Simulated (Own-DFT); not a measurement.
## Calculated data, SiC (2H silicon carbide, atoms displaced), SiC (4H silicon carbide, atoms displaced), GaP (zincblende, strained, atoms displaced)

A calculation, not a measurement: plane-wave PBE density functional theory by an unreviewed code, no spin, of a simulated periodic cell, stress positive in tension, free energy of the whole cell less one offset for each atom, forces on such cells passed a denser k mesh, this cell's mesh not checked; offsets are fitted by least squares, one for each functional and potential file, so energies compare only between cells with the same atoms and settings and are not formation energies; the far tail of each file's local potential was reset to the Coulomb form; each entry is a single point on an unrelaxed cell, so the pressure reflects the starting lattice, mostly measured values (interpolated for alloys), from which strain is counted, and rises with the displacements; printed positions are rounded, which can move forces by about a meV/angstrom; the program, named Own-DFT, is a retired in-house code; no spin-orbit coupling. Program: Own-DFT development build.

Settings shared by all entries: functional PBE; potential files PseudoDojo norm-conserving, scalar-relativistic, standard set; wave cutoff 42 hartree; occupations Fermi-Dirac; smearing width 0.1 eV.

(1) SiC (2H silicon carbide, atoms displaced)

```
CELL_PARAMETERS angstrom
6.16540 0.00000 0.00000
-3.08270 5.33940 0.00000
0.00000 0.00000 10.06810
ATOMIC_POSITIONS crystal
Si 0.00383 0.00199 0.99703
Si 0.16987 0.33047 0.25102
C 0.00399 0.00240 0.18496
C 0.17125 0.33215 0.43089
Si 0.00246 0.99983 0.50123
Si 0.15765 0.32410 0.74846
C 0.99651 0.99384 0.68683
C 0.16602 0.33487 0.93462
Si 0.98603 0.48431 0.99827
Si 0.16350 0.83155 0.24824
C 0.99947 0.50200 0.18632
C 0.17169 0.82637 0.43765
Si 0.99974 0.50051 0.49794
Si 0.17322 0.83562 0.74924
C 0.99039 0.49929 0.68305
C 0.16236 0.83139 0.93975
Si 0.49813 0.00545 0.00110
Si 0.66786 0.33270 0.25033
C 0.51687 0.01024 0.18657
C 0.67038 0.33515 0.44103
Si 0.48923 0.99326 0.50004
Si 0.66161 0.33058 0.75326
C 0.50557 0.00494 0.68564
C 0.67163 0.33086 0.94059
Si 0.51210 0.51410 0.00096
Si 0.66133 0.83386 0.25050
C 0.51138 0.50886 0.18966
C 0.66255 0.82191 0.43188
Si 0.49515 0.49472 0.50205
Si 0.66133 0.82818 0.75386
C 0.50513 0.50077 0.69135
C 0.66455 0.83586 0.93353
```

* hardware: one NVIDIA H100
* k mesh: 5 x 5 x 3 centred on Gamma
* free energy of cell above offsets: -4.576 eV
* pressure: 3.87 GPa
* stress xx: -1.32 GPa
* stress yy: -3.41 GPa
* stress zz: -6.88 GPa
* stress yz: -0.52 GPa
* stress xz: -0.93 GPa
* stress xy: -0.18 GPa
* wall time: 125 s

Force:
| element | x (eV/Å) | y (eV/Å) | z (eV/Å) |
| --- | --- | --- | --- |
| Si | -0.524 | 0.133 | 0.248 |
| Si | -0.244 | 0.632 | -1.622 |
| C | -0.339 | -0.213 | 0.371 |
| C | -0.579 | -0.38 | 2.178 |
| Si | -0.475 | -0.642 | -1.05 |
| Si | 0.059 | 1.113 | -0.284 |
| C | 0.002 | 0.177 | 0.291 |
| C | 0.598 | -0.023 | 0.588 |
| Si | 1.842 | 2.049 | 0.693 |
| Si | 0.752 | 0.427 | -0.216 |
| C | 0.64 | -0.5 | 0.246 |
| C | -1.56 | 0.569 | -0.478 |
| Si | 0.34 | -0.758 | 0.016 |
| Si | -0.522 | -0.624 | 0.087 |
| C | 1.222 | -0.004 | 1.114 |
| C | 0.535 | -0.354 | -0.536 |
| Si | 0.311 | -1.066 | -0.097 |
| Si | 0.205 | 0.819 | 0.586 |
| C | -1.778 | -0.995 | 0.102 |
| C | -0.59 | -0.87 | -0.726 |
| Si | 2.146 | 0.848 | -0.417 |
| Si | 0.665 | 0.349 | -0.69 |
| C | -0.252 | -0.831 | 0.689 |
| C | -2.003 | 0.034 | -0.908 |
| Si | -0.734 | -1.373 | -0.047 |
| Si | 1.453 | 0.369 | -0.448 |
| C | -0.775 | -0.904 | -0.718 |
| C | -0.214 | 1.103 | 1.955 |
| Si | 0.755 | 0.427 | -0.366 |
| Si | 0.232 | 0.536 | -1.609 |
| C | -1.402 | -0.615 | -0.42 |
| C | 0.232 | 0.567 | 1.472 |

(2) SiC (4H silicon carbide, atoms displaced)

```
CELL_PARAMETERS angstrom
12.33080 0.00000 0.00000
-6.16540 10.67880 0.00000
0.00000 0.00000 10.06810
ATOMIC_POSITIONS crystal
Si 0.00136 0.99949 0.40890
Si 0.07903 0.16434 0.15453
C 0.99499 0.99882 0.09799
C 0.08232 0.16613 0.34465
Si 0.00009 0.25158 0.40475
Si 0.08504 0.41770 0.15759
C 0.99890 0.24591 0.09597
C 0.08124 0.41875 0.35138
Si 0.00064 0.50050 0.40491
Si 0.08103 0.66488 0.15060
C 0.00396 0.50429 0.09427
C 0.08859 0.67398 0.33902
Si 0.00336 0.75105 0.40672
Si 0.08697 0.91791 0.15900
C 0.99897 0.75288 0.09154
C 0.09003 0.91866 0.33982
Si 0.24617 0.99710 0.40751
Si 0.33151 0.16550 0.15886
C 0.25246 0.99979 0.09571
C 0.33350 0.16674 0.34687
Si 0.25327 0.25591 0.40171
Si 0.33417 0.41566 0.15552
C 0.24946 0.24737 0.09541
C 0.33602 0.42021 0.34232
Si 0.25087 0.49834 0.40797
Si 0.33611 0.66655 0.15821
C 0.24691 0.49730 0.09390
C 0.33231 0.66646 0.34858
Si 0.24495 0.74565 0.40879
Si 0.32861 0.91037 0.15634
C 0.24896 0.74709 0.09925
C 0.33208 0.91937 0.34272
Si 0.49908 0.99462 0.40628
Si 0.58445 0.16726 0.15601
C 0.50139 0.00376 0.09234
C 0.58549 0.16728 0.34065
Si 0.50097 0.24894 0.40586
Si 0.58608 0.41646 0.15431
C 0.49888 0.24708 0.09584
C 0.58359 0.41891 0.34530
Si 0.49921 0.50146 0.40754
Si 0.58060 0.66694 0.15108
C 0.49537 0.49436 0.09585
C 0.59020 0.67178 0.34598
Si 0.49667 0.74807 0.40401
Si 0.58205 0.91514 0.15665
C 0.50529 0.75159 0.09118
C 0.57964 0.91720 0.34029
Si 0.75301 0.00296 0.40529
Si 0.83215 0.16352 0.16062
C 0.74986 0.00102 0.09619
C 0.83581 0.16581 0.34147
Si 0.74865 0.24705 0.40542
Si 0.83339 0.41407 0.15450
C 0.75258 0.25252 0.09167
C 0.83888 0.42094 0.34552
Si 0.75405 0.50643 0.40565
Si 0.83165 0.66865 0.15701
C 0.74814 0.49792 0.08938
C 0.83084 0.66601 0.34614
Si 0.75256 0.74992 0.40249
Si 0.83453 0.91797 0.16141
C 0.75538 0.75338 0.09349
C 0.83493 0.91829 0.34456
Si 0.00171 0.00276 0.90175
Si 0.91508 0.83272 0.65645
C 0.00156 0.00163 0.59617
C 0.92498 0.83652 0.84307
Si 0.99900 0.75007 0.90263
Si 0.91961 0.58493 0.65562
C 0.00328 0.75191 0.59252
C 0.91621 0.58446 0.84550
Si 0.00085 0.49848 0.90869
Si 0.91746 0.33429 0.65550
C 0.00534 0.50108 0.59117
C 0.92214 0.33731 0.83710
Si 0.00024 0.25413 0.90691
Si 0.91590 0.08199 0.65425
C 0.00331 0.24760 0.59985
C 0.91965 0.08557 0.83862
Si 0.75318 0.00145 0.90306
Si 0.66590 0.83344 0.65794
C 0.74990 0.99462 0.59371
C 0.66509 0.82835 0.84168
Si 0.74605 0.74373 0.90479
Si 0.66668 0.58519 0.65971
C 0.75159 0.75575 0.59557
C 0.67293 0.58529 0.84477
Si 0.74754 0.49882 0.90917
Si 0.66731 0.33403 0.65485
C 0.74959 0.49453 0.58966
C 0.67035 0.33575 0.84284
Si 0.74770 0.24711 0.90683
Si 0.67199 0.08449 0.65813
C 0.75436 0.24791 0.59331
C 0.66505 0.07912 0.84164
Si 0.50121 0.00170 0.90844
Si 0.41612 0.83375 0.65799
C 0.50208 0.99827 0.59574
C 0.41407 0.83007 0.84753
Si 0.50212 0.75098 0.90744
Si 0.42091 0.58834 0.65314
C 0.50073 0.74954 0.58994
C 0.41481 0.58322 0.84164
Si 0.50448 0.50101 0.90458
Si 0.42042 0.33434 0.65959
C 0.49641 0.49653 0.58735
C 0.41727 0.33588 0.83920
Si 0.49733 0.24956 0.90536
Si 0.41973 0.08927 0.65555
C 0.49586 0.24862 0.59882
C 0.41741 0.08053 0.84692
Si 0.24880 0.00065 0.91152
Si 0.17212 0.83508 0.65872
C 0.24994 0.00318 0.59501
C 0.16675 0.83353 0.84377
Si 0.25027 0.74770 0.90852
Si 0.16873 0.58288 0.65598
C 0.24789 0.75221 0.59545
C 0.16855 0.58129 0.84521
Si 0.24798 0.49763 0.90966
Si 0.16656 0.33070 0.65235
C 0.25298 0.50423 0.59370
C 0.16844 0.33783 0.84469
Si 0.24810 0.25140 0.90541
Si 0.17044 0.08248 0.66113
C 0.24881 0.24532 0.59357
C 0.16910 0.08691 0.84271
```

- hardware: one NVIDIA H200
- k mesh: 3 x 3 x 3 centred on Gamma
- free energy of cell above offsets: -19.044 eV
- pressure: 3.71 GPa
- stress xx: -3.13 GPa
- stress yy: -3.18 GPa
- stress zz: -4.81 GPa
- stress yz: -0.25 GPa
- stress xz: -0.17 GPa
- stress xy: 0.42 GPa
- wall time: 522.5 s

Force:
| element | x (eV/Å) | y (eV/Å) | z (eV/Å) |
| --- | --- | --- | --- |
| Si | 0.315 | 0.383 | -0.251 |
| Si | 1.113 | -0.074 | 0.783 |
| C | 1.57 | 0.263 | -1.26 |
| C | 0.204 | 0.584 | -0.265 |
| Si | 0.681 | -0.384 | 1.055 |
| Si | -0.567 | -0.625 | 0.577 |
| C | -1.016 | 1.346 | -0.518 |
| C | 1.395 | -0.418 | -1.58 |
| Si | -0.116 | 1.355 | 0.354 |
| Si | -0.262 | 1.42 | 1.029 |
| C | -0.315 | -1.84 | -0.196 |
| C | -0.863 | -2.052 | 0.328 |
| Si | -0.389 | 0.218 | -0.39 |
| Si | -0.945 | -0.026 | -1.295 |
| C | 0.511 | -0.59 | 0.268 |
| C | -2.018 | -0.763 | 1.38 |
| Si | 1.142 | 1.399 | 0.277 |
| Si | 0.694 | 0.009 | 0.142 |
| C | -0.66 | -0.135 | -0.088 |
| C | -0.085 | 0.026 | -0.309 |
| Si | 0.002 | -1.579 | 1.073 |
| Si | -0.836 | -0.533 | 0 |
| C | -0.524 | 0.252 | -0.452 |
| C | -0.336 | -0.085 | 0.01 |
| Si | -0.629 | 0.506 | 0.05 |
| Si | -0.44 | -0.289 | -0.011 |
| C | 1.023 | 0.645 | 0.57 |
| C | 0.046 | -0.458 | -0.874 |
| Si | 0.742 | 1.771 | -0.355 |
| Si | 0.673 | 1.562 | 0.256 |
| C | 0.362 | -0.151 | -1.277 |
| C | 0.747 | -1.032 | 0.754 |
| Si | -1.233 | 1.248 | 0.096 |
| Si | -0.092 | 0.012 | -0.271 |
| C | 0.163 | -1.34 | 0.541 |
| C | -0.152 | -0.472 | 1.092 |
| Si | -0.349 | 0.46 | 0.114 |
| Si | -0.865 | -0.604 | 0.884 |
| C | -0.271 | 0.711 | -0.569 |
| C | 0.548 | -0.242 | -0.257 |
| Si | 0.97 | 0.425 | -1.216 |
| Si | 1.942 | -0.461 | 1.349 |
| C | 0.991 | 1.391 | -1.077 |
| C | -1.638 | -1.064 | -0.958 |
| Si | 1.096 | 0.791 | 0.234 |
| Si | -0.111 | 1.017 | -0.616 |
| C | -1.503 | -0.254 | 0.471 |
| C | 1.553 | -0.586 | 0.684 |
| Si | -0.523 | -1.261 | 0.178 |
| Si | -0.068 | 0.635 | -1.489 |
| C | 0.148 | -0.61 | -0.639 |
| C | -0.773 | 0.388 | 1.168 |
| Si | 0.394 | 0.943 | -0.036 |
| Si | -0.043 | 1.213 | 0.472 |
| C | 0.188 | -1.027 | 0.467 |
| C | -1.105 | -1.037 | -0.643 |
| Si | -0.243 | -2.075 | -0.029 |
| Si | 0.989 | -0.539 | -0.322 |
| C | 0.457 | 0.667 | 1.43 |
| C | 1.332 | 1.081 | -0.704 |
| Si | -0.693 | 0.973 | 1.393 |
| Si | -0.531 | -0.138 | -1.039 |
| C | -1.602 | -0.731 | -0.276 |
| C | 0.211 | -0.281 | 0.53 |
| Si | -0.037 | -0.434 | 1.097 |
| Si | 0.885 | 0.644 | -0.049 |
| C | 0.441 | -0.589 | -0.239 |
| C | -2.145 | -0.414 | -0.16 |
| Si | 0.712 | 0.066 | 0.682 |
| Si | -0.01 | -0.502 | 0.014 |
| C | -0.269 | -0.09 | 0.211 |
| C | 0.295 | -0.587 | -0.126 |
| Si | -0.317 | 0.836 | -0.954 |
| Si | 1.118 | 0.174 | -0.71 |
| C | -0.964 | -0.022 | 0.388 |
| C | -1.287 | -0.826 | 1.932 |
| Si | 0.72 | -0.67 | -0.43 |
| Si | 0.54 | 0.002 | -0.048 |
| C | -1.644 | 0.356 | -1.775 |
| C | -0.55 | 0.013 | 1.115 |
| Si | 0.143 | -0.665 | 0.714 |
| Si | -0.058 | -0.474 | -0.727 |
| C | -0.531 | 1.404 | -0.267 |
| C | 0.1 | 0.979 | 0.785 |
| Si | 1.29 | 2.628 | 0.513 |
| Si | 0.445 | -0.353 | -1.76 |
| C | 0.34 | -1.559 | -0.561 |
| C | -1.207 | -1.198 | -0.139 |
| Si | 1.526 | 0.089 | -1.151 |
| Si | 0.366 | -0.793 | 0.127 |
| C | -0.362 | 1.816 | 0.884 |
| C | -0.78 | -0.771 | 0.239 |
| Si | 0.741 | 0.686 | -0.875 |
| Si | -0.577 | -0.864 | -0.857 |
| C | -1.148 | 0.262 | -0.164 |
| C | 0.263 | 0.797 | 0.802 |
| Si | -0.037 | -0.983 | -0.441 |
| Si | 0.25 | -0.344 | 0.017 |
| C | -0.348 | 0.904 | -0.33 |
| C | 0.569 | 0.872 | -0.192 |
| Si | -0.593 | -0.642 | -0.936 |
| Si | -0.359 | -1.315 | 0.465 |
| C | -0.35 | 0.828 | 0.506 |
| C | 0.982 | 0.161 | 0.725 |
| Si | -1.355 | -0.047 | 0.187 |
| Si | -1.74 | -0.204 | -1.555 |
| C | 0.604 | 0.996 | 2.077 |
| C | 0.241 | -0.263 | 1.721 |
| Si | 0.749 | -0.081 | 0.216 |
| Si | 0.235 | -2.247 | 0.691 |
| C | 1.701 | 1.058 | -1.369 |
| C | -0.9 | 0.815 | -0.568 |
| Si | 0.573 | -0.196 | -0.957 |
| Si | -1.557 | 0.542 | -0.116 |
| C | 1.205 | -0.895 | -0.075 |
| C | 0.429 | -0.026 | 0.811 |
| Si | -0.486 | 0.091 | -0.023 |
| Si | -0.263 | 0.339 | 0.415 |
| C | 1.346 | -0.764 | -0.234 |
| C | -0.718 | 0.325 | 0.033 |
| Si | 0.574 | 0.812 | -0.887 |
| Si | 0.745 | 0.906 | 0.952 |
| C | 0.451 | -0.989 | -0.15 |
| C | -0.031 | -1.212 | -0.165 |
| Si | 0.457 | 0.403 | 0.17 |
| Si | -1.331 | 0.301 | -1.309 |
| C | 0.328 | 1.316 | -0.161 |
| C | 0.179 | -0.338 | 1.222 |

(3) GaP (zincblende, strained, atoms displaced)

```
CELL_PARAMETERS angstrom
10.86200 0.00000 0.00000
0.00000 10.86200 0.00000
0.00000 0.00000 10.94390
ATOMIC_POSITIONS crystal
Ga 0.99943 0.99646 0.00449
Ga 0.00158 0.24857 0.24812
Ga 0.25027 0.00532 0.24980
Ga 0.24421 0.25376 0.00381
P 0.12257 0.12604 0.12697
P 0.12256 0.37361 0.37471
P 0.37738 0.12833 0.37379
P 0.37664 0.37135 0.12451
Ga 0.99942 0.99681 0.50003
Ga 0.00153 0.25113 0.75024
Ga 0.25090 0.99923 0.75047
Ga 0.25544 0.25220 0.49430
P 0.12387 0.12241 0.62531
P 0.12538 0.37567 0.87584
P 0.37998 0.12515 0.86890
P 0.37544 0.37350 0.62189
Ga 0.00143 0.49990 0.00079
Ga 0.99969 0.75096 0.24985
Ga 0.25526 0.49965 0.24619
Ga 0.24645 0.74627 0.00127
P 0.12587 0.62666 0.12491
P 0.12466 0.87179 0.37773
P 0.37698 0.62512 0.37729
P 0.37978 0.87728 0.12135
Ga 0.99939 0.50041 0.49921
Ga 0.00331 0.74703 0.75289
Ga 0.24905 0.50276 0.74980
Ga 0.24408 0.74730 0.50042
P 0.12442 0.62827 0.62759
P 0.12868 0.87760 0.87333
P 0.37887 0.62388 0.87931
P 0.37814 0.87511 0.62409
Ga 0.50104 0.00379 0.00358
Ga 0.50544 0.24487 0.24916
Ga 0.75283 0.99671 0.25133
Ga 0.75050 0.24883 0.99877
P 0.62833 0.12439 0.11998
P 0.62422 0.37639 0.37962
P 0.87670 0.12600 0.37749
P 0.87616 0.37580 0.12407
Ga 0.49797 0.00427 0.50130
Ga 0.49922 0.24753 0.75511
Ga 0.75483 0.99809 0.75232
Ga 0.75091 0.25114 0.49770
P 0.62220 0.12594 0.62485
P 0.62584 0.37356 0.87560
P 0.87537 0.12961 0.87642
P 0.87505 0.37815 0.62045
Ga 0.50406 0.50032 0.99646
Ga 0.50112 0.75105 0.24785
Ga 0.75459 0.50399 0.25224
Ga 0.75330 0.75290 0.99977
P 0.62628 0.62593 0.12541
P 0.62452 0.87838 0.37046
P 0.86977 0.62397 0.37477
P 0.87699 0.87659 0.12629
Ga 0.49927 0.49870 0.49615
Ga 0.49715 0.74794 0.74576
Ga 0.75052 0.50109 0.75377
Ga 0.75280 0.74690 0.50101
P 0.62459 0.62352 0.62439
P 0.62200 0.87465 0.87101
P 0.88036 0.62645 0.87057
P 0.87217 0.87703 0.62221
```

- hardware: one NVIDIA H100
- k mesh: 3 x 3 x 3 centred on Gamma
- free energy of cell above offsets: -35.020 eV
- pressure: 3.15 GPa
- stress xx: -3.34 GPa
- stress yy: -3.34 GPa
- stress zz: -2.76 GPa
- stress yz: 0 GPa
- stress xz: 0.33 GPa
- stress xy: -0.25 GPa
- wall time: 508.1 s

Force:
| element | x (eV/Å) | y (eV/Å) | z (eV/Å) |
| --- | --- | --- | --- |
| Ga | 0.239 | 0.541 | -0.696 |
| Ga | -0.469 | 0.28 | 0.36 |
| Ga | 0.201 | -0.677 | 0.079 |
| Ga | 0.711 | -0.563 | -0.541 |
| P | 0.225 | -0.319 | -0.347 |
| P | 0.456 | 0.427 | -0.284 |
| P | -0.085 | -0.432 | -0.127 |
| P | 0.412 | 0.233 | -0.084 |
| Ga | 0.087 | 0.276 | 0.075 |
| Ga | -0.141 | 0.101 | -0.347 |
| Ga | 0.303 | 0.215 | -0.421 |
| Ga | -0.772 | -0.183 | 0.551 |
| P | 0.411 | 0.331 | -0.292 |
| P | -0.057 | 0.179 | -0.216 |
| P | -1.165 | -0.196 | 1.421 |
| P | 0.031 | 0.302 | 0.615 |
| Ga | -0.068 | 0.13 | -0.145 |
| Ga | -0.035 | -0.248 | 0.232 |
| Ga | -0.297 | -0.062 | 0.48 |
| Ga | 0.653 | 0.667 | -0.266 |
| P | -0.237 | -0.384 | 0.351 |
| P | 0.072 | 0.522 | -0.599 |
| P | -0.353 | 0.256 | -0.477 |
| P | -0.945 | -0.217 | 0.429 |
| Ga | 0.185 | 0.214 | -0.059 |
| Ga | -0.198 | 1.093 | -0.508 |
| Ga | 0.469 | -0.316 | 0.039 |
| Ga | 0.924 | 0.238 | 0.13 |
| P | -0.113 | -0.63 | -0.324 |
| P | -0.418 | -0.375 | 0.501 |
| P | -0.565 | 0.195 | -0.595 |
| P | -0.764 | -0.125 | -0.281 |
| Ga | 0.05 | -0.256 | -0.969 |
| Ga | 0.067 | 0.574 | -0.04 |
| Ga | -0.065 | 0.698 | -0.065 |
| Ga | 0.066 | 0.445 | 0.148 |
| P | 0.309 | -0.078 | 0.776 |
| P | 0.392 | -0.215 | -1.093 |
| P | -0.048 | -0.187 | -0.471 |
| P | -0.174 | -0.054 | 0.17 |
| Ga | 0.302 | -0.341 | -0.268 |
| Ga | 0.387 | 0.668 | -1.018 |
| Ga | -0.642 | 0.41 | -0.152 |
| Ga | -0.235 | -0.177 | 0.442 |
| P | 0.727 | 0.061 | 0.246 |
| P | 0.145 | 0.078 | -0.132 |
| P | 0.371 | -0.688 | -0.08 |
| P | -0.064 | -0.306 | 0.763 |
| Ga | -0.065 | -0.278 | 0.66 |
| Ga | -0.112 | 0.039 | 0.17 |
| Ga | -0.863 | -0.812 | -0.473 |
| Ga | -0.329 | -0.15 | -0.363 |
| P | 0.242 | -0.124 | -0.173 |
| P | -0.044 | -0.428 | 0.816 |
| P | 1.216 | 0.471 | 0.177 |
| P | -0.169 | -0.391 | 0.013 |
| Ga | -0.012 | 0.138 | 0.673 |
| Ga | 0.285 | -0.026 | 0.311 |
| Ga | 0.003 | -0.132 | -0.522 |
| Ga | -0.777 | 0.541 | -0.103 |
| P | 0.007 | -0.121 | 0.007 |
| P | 0.31 | 0.022 | 0.473 |
| P | -0.551 | -0.245 | 0.941 |
| P | 0.572 | -0.614 | 0.484 |

(4) GaP (zincblende, strained, atoms displaced)

```
CELL_PARAMETERS angstrom
10.86200 0.00000 0.00000
0.00000 10.86200 0.00000
0.00000 0.00000 10.93610
ATOMIC_POSITIONS crystal
Ga 0.00180 0.99530 0.99818
Ga 0.99679 0.25396 0.24586
Ga 0.25867 0.99498 0.25018
Ga 0.25547 0.24841 0.00082
P 0.12445 0.12184 0.11743
P 0.13319 0.37388 0.37822
P 0.37496 0.12554 0.38134
P 0.37354 0.37105 0.12653
Ga 0.00075 0.00153 0.50674
Ga 0.98926 0.25020 0.74397
Ga 0.24448 0.99324 0.74993
Ga 0.25215 0.24441 0.50941
P 0.12570 0.13427 0.62257
P 0.12778 0.36665 0.87774
P 0.37755 0.13213 0.87963
P 0.37674 0.37263 0.62614
Ga 0.00313 0.49565 0.99691
Ga 0.00054 0.75909 0.24674
Ga 0.25029 0.49892 0.24707
Ga 0.25453 0.75502 0.99710
P 0.13000 0.62764 0.12583
P 0.13496 0.86914 0.37383
P 0.36969 0.62389 0.37969
P 0.37438 0.87013 0.13466
Ga 0.00542 0.49975 0.49663
Ga 0.00595 0.74901 0.74725
Ga 0.25054 0.50559 0.74581
Ga 0.25103 0.75417 0.50357
P 0.12011 0.63138 0.61352
P 0.12184 0.87670 0.86946
P 0.37809 0.61996 0.87846
P 0.37778 0.87211 0.62776
Ga 0.50283 0.99424 0.00112
Ga 0.49971 0.24770 0.25458
Ga 0.74181 0.99508 0.24694
Ga 0.75460 0.24543 0.99886
P 0.61841 0.12361 0.12327
P 0.62546 0.37574 0.37662
P 0.87706 0.12191 0.37226
P 0.86322 0.37987 0.12251
Ga 0.50296 0.01066 0.49885
Ga 0.49989 0.24560 0.75752
Ga 0.74787 0.99650 0.74658
Ga 0.75685 0.24418 0.50227
P 0.62115 0.12450 0.62925
P 0.62484 0.37316 0.87069
P 0.87721 0.12224 0.88373
P 0.87809 0.37011 0.62290
Ga 0.50146 0.50041 0.00369
Ga 0.49829 0.75184 0.25672
Ga 0.75467 0.50354 0.24738
Ga 0.74850 0.75060 0.00050
P 0.62529 0.62185 0.12510
P 0.62928 0.87684 0.37232
P 0.86895 0.61936 0.37333
P 0.87716 0.87925 0.11082
Ga 0.51125 0.50586 0.49870
Ga 0.50412 0.73981 0.74527
Ga 0.75320 0.49434 0.74934
Ga 0.75897 0.75190 0.50035
P 0.62549 0.62303 0.62505
P 0.62628 0.88022 0.87484
P 0.87146 0.62738 0.87928
P 0.87312 0.88315 0.62483
```

- hardware: one NVIDIA H100
- k mesh: 3 x 3 x 3 centred on Gamma
- free energy of cell above offsets: -33.389 eV
- pressure: 3.54 GPa
- stress xx: -3.7 GPa
- stress yy: -3.66 GPa
- stress zz: -3.25 GPa
- stress yz: -0.57 GPa
- stress xz: 0.29 GPa
- stress xy: -0.05 GPa
- wall time: 524.1 s

Force:
| element | x (eV/Å) | y (eV/Å) | z (eV/Å) |
| --- | --- | --- | --- |
| Ga | 0.557 | 0.681 | -0.377 |
| Ga | 0.297 | -0.032 | 0.063 |
| Ga | -1.039 | 1.083 | 0.303 |
| Ga | -0.596 | 0.042 | 0.258 |
| P | 0.42 | 0.083 | 1.06 |
| P | -0.506 | -0.365 | -0.474 |
| P | -0.329 | 0.021 | -0.73 |
| P | 0.522 | 0.352 | 0.187 |
| Ga | 0.686 | 0.115 | -1.151 |
| Ga | 1.177 | -0.559 | 1.491 |
| Ga | 0.909 | 1.364 | -0.32 |
| Ga | 0.547 | 1.127 | -0.951 |
| P | -0.727 | -1.582 | 1.162 |
| P | -0.38 | 0.725 | -0.998 |
| P | -0.374 | -2.02 | -0.246 |
| P | 0.507 | 0.536 | 0.046 |
| Ga | -0.03 | 0.365 | 0.345 |
| Ga | -0.187 | -0.737 | 0.01 |
| Ga | 0.13 | 0.111 | 0.313 |
| Ga | -0.28 | -0.392 | 0.072 |
| P | -0.656 | -0.042 | -0.466 |
| P | -1.205 | 1.129 | 0.242 |
| P | 0.725 | -0.069 | -0.141 |
| P | 0.699 | 0.207 | -1.55 |
| Ga | -0.565 | -0.421 | -0.356 |
| Ga | -1.219 | -0.084 | 0.095 |
| Ga | -0.426 | -0.607 | 0.139 |
| Ga | 0.537 | -0.255 | -0.212 |
| P | 0.522 | -0.531 | 1.152 |
| P | 0.36 | -0.609 | 0.73 |
| P | -0.22 | 0.679 | -0.435 |
| P | 0.255 | 0.492 | -0.187 |
| Ga | -0.933 | 0.348 | 0.14 |
| Ga | -0.03 | 0.291 | -0.075 |
| Ga | 1.114 | 0.821 | -0.642 |
| Ga | -1.127 | 0.364 | 0.169 |
| P | 0.639 | 0.256 | 0.249 |
| P | 0.726 | -0.307 | -0.244 |
| P | -0.144 | -0.254 | -0.208 |
| P | 1.503 | -0.549 | -0.177 |
| Ga | 0.004 | -1.352 | 0.198 |
| Ga | -0.085 | 0.683 | -0.779 |
| Ga | 0.026 | 0.92 | 0.767 |
| Ga | -0.806 | 0.063 | -0.426 |
| P | 0.744 | 0.389 | -0.08 |
| P | 0.308 | 0.032 | 0.817 |
| P | -0.14 | -0.184 | -1.615 |
| P | -0.415 | 1.249 | -0.504 |
| Ga | 0.032 | -0.811 | -0.162 |
| Ga | 0.278 | -0.908 | 0.087 |
| Ga | -1.321 | -0.5 | 0.287 |
| Ga | -0.39 | 0.005 | -0.124 |
| P | -0.195 | 0.892 | 0.39 |
| P | -0.589 | -0.492 | 1.051 |
| P | 1.426 | 1.034 | 0.231 |
| P | -0.729 | -0.614 | 1.818 |
| Ga | -1.412 | -0.751 | -0.189 |
| Ga | -0.42 | 0.876 | 1.041 |
| Ga | 0.006 | 0.407 | 0.064 |
| Ga | -0.788 | -0.121 | -0.045 |
| P | 1.453 | 0.251 | -0.105 |
| P | -0.249 | -1.297 | -0.348 |
| P | 0.728 | -0.442 | -0.903 |
| P | 0.673 | -1.109 | 0.242 |
